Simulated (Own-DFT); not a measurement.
# Response to strain: 4H SiC, 72 atoms (C36Si36)

Source: density functional calculations with Own-DFT, an unreviewed in-house program that is no longer used. Nothing was measured or relaxed, and spin and spin-orbit coupling are left out.

Settings: PBE; PseudoDojo norm-conserving scalar-relativistic files; cutoff 42 hartree; 4 x 4 x 3 k mesh centred on Gamma; Fermi-Dirac smearing of 0.1 eV.

Known weak points: forces on such cells passed a denser k mesh, each cell not checked; stress not checked against mesh or cutoff.

Unstrained cell vectors in Å: (9.248, 0.000, 0.000); (-4.624, 8.009, 0.000); (0.000, 0.000, 10.068). The unstrained cell has measured lattice constants (interpolated for alloys), not those of this functional. That, the random moves and any unrelaxed bonds set the pressure at no strain. Each run strains this cell uniformly, with the atoms carried along. Each atom got a random Gaussian move of width 0.05 Å along each axis. Stress is counted positive in tension, P = -(s_xx + s_yy + s_zz)/3, and strain components are those of the symmetric tensor.

| run | e_xx (%) | e_yy (%) | e_zz (%) | e_yz (%) | e_xz (%) | e_xy (%) | s_xx (GPa) | s_yy (GPa) | s_zz (GPa) | s_yz (GPa) | s_xz (GPa) | s_xy (GPa) | P (GPa) | E (meV/atom) |
|---|---|---|---|---|---|---|---|---|---|---|---|---|---|---|
| 1 | -0.37 | 1.28 | 0.77 | -1.67 | 1.81 | 0.39 | -4.07 | 2.72 | -3.84 | -4.60 | 5.88 | 0.67 | 1.73 | 16.1 |
| 2 | 0.77 | -0.49 | -0.51 | -0.18 | -1.42 | -1.59 | -2.03 | -4.98 | -10.37 | 0.22 | -3.54 | -6.41 | 5.79 | 16.9 |
| 3 | -0.89 | -0.55 | 1.34 | 0.96 | -1.57 | 0.42 | -8.84 | -7.77 | -0.44 | 3.27 | -5.04 | 1.58 | 5.68 | 14.6 |
| 4 | 0.76 | 2.00 | 0.45 | -1.51 | -1.06 | 0.88 | 1.60 | 6.01 | -3.20 | -4.76 | -3.37 | 4.17 | -1.47 | 4.9 |
| 5 | -0.49 | -1.30 | -1.98 | -1.95 | 1.18 | 1.83 | -11.49 | -14.92 | -19.15 | -6.33 | 4.20 | 10.19 | 15.19 | 59.6 |
| 6 | -0.92 | -1.98 | 0.66 | -1.85 | -1.73 | 0.00 | -11.25 | -16.79 | -3.62 | -5.92 | -6.03 | -0.48 | 10.56 | 20.4 |
| 7 | -0.50 | 0.85 | 1.21 | 0.38 | 1.12 | 1.12 | -7.96 | 0.27 | 1.79 | 1.54 | 3.42 | 6.31 | 1.97 | 0.6 |
| 8 | 0.45 | -1.00 | -0.45 | 0.98 | -0.46 | -0.96 | -4.21 | -12.45 | -7.40 | 3.49 | -2.23 | -1.64 | 8.02 | 28.1 |
| 9 | -0.06 | -0.50 | 0.23 | -1.51 | -0.34 | 1.24 | -5.46 | -7.28 | -5.18 | -5.19 | -1.05 | 6.26 | 5.97 | 12.7 |
| 10 | -0.19 | -0.78 | 1.99 | 1.42 | 0.82 | -1.73 | -6.12 | -9.13 | 3.69 | 4.80 | 2.70 | -8.59 | 3.86 | 35.7 |
| 11 | 0.35 | -0.98 | -0.08 | -1.31 | -1.84 | 0.00 | -2.62 | -9.35 | -8.25 | -4.45 | -5.72 | 0.47 | 6.74 | 14.0 |
| 12 | 1.09 | -0.35 | -1.78 | -0.16 | 2.00 | 0.42 | -0.71 | -8.07 | -14.84 | -0.64 | 6.97 | 2.43 | 7.87 | 26.0 |
| 13 | 0.07 | 0.87 | -0.78 | -1.59 | -0.96 | 0.88 | -4.66 | 0.26 | -10.05 | -5.38 | -2.97 | 4.30 | 4.82 | 6.8 |
| 14 | 0.88 | -0.56 | 1.07 | 0.21 | 0.15 | -0.27 | 1.57 | -7.24 | -0.32 | 0.47 | 0.80 | -1.01 | 2.00 | 0.0 |
| 15 | 0.67 | -0.16 | -1.67 | -1.34 | -0.01 | 1.54 | -3.21 | -5.77 | -15.45 | -4.25 | -0.38 | 7.78 | 8.15 | 25.6 |
| 16 | -1.67 | 1.32 | -1.31 | 0.67 | 0.43 | -0.11 | -14.23 | -0.58 | -13.56 | 2.06 | 0.74 | -1.52 | 9.46 | 27.0 |
| 17 | -1.20 | -1.06 | 0.95 | -0.75 | 1.19 | 1.04 | ? | ? | ? | ? | ? | ? | ? | ? |

E is the free energy for each atom above the lowest run shown.

## Worked fit

Least squares on the runs shown: each stress against a constant and the strains, taken as fractions with shears doubled. Shear strains stay in the fit of a normal stress only where such slopes are resolved. The slopes, in GPa:

```
stress,at no strain,per e_xx,per e_yy,per e_zz,scatter
s_xx,-5.0,577 ± 33,91 ± 23,94 ± 21,0.96
s_yy,-5.1,100 ± 40,564 ± 28,67 ± 25,1.17
s_zz,-6.6,50 ± 38,37 ± 26,542 ± 24,1.12
```

The slope of each shear stress on twice its own strain, from a fit on all six strains: yz 158 ± 5, xz 164 ± 6, xy 251 ± 17 GPa. These are stiffnesses along x, y and z of the frame in which the cell vectors are given, with the crystal's c axis along z: C11, C12, C13 and C33. Hexagonal symmetry asks that xx and yy behave alike, which is a second check on the noise. No internal relaxation is included, and where it is allowed it would reduce some of the slopes. The table should be nearly symmetric about its diagonal, and what it lacks of that shows the noise. A ninth of the table's sum, 236 ± 6 GPa, estimates the bulk modulus near the mean pressure of these runs, 6.0 GPa, so it lies above the value at zero pressure.

## Test on the hidden row

Q: what normal stresses and pressure should run 17 give?

From the fit: s_xx = -12.1, s_yy = -11.7, s_zz = -2.4 and P = 8.7 GPa. Computed: -11.65, -12.72, -1.23 and P = 8.53 GPa.
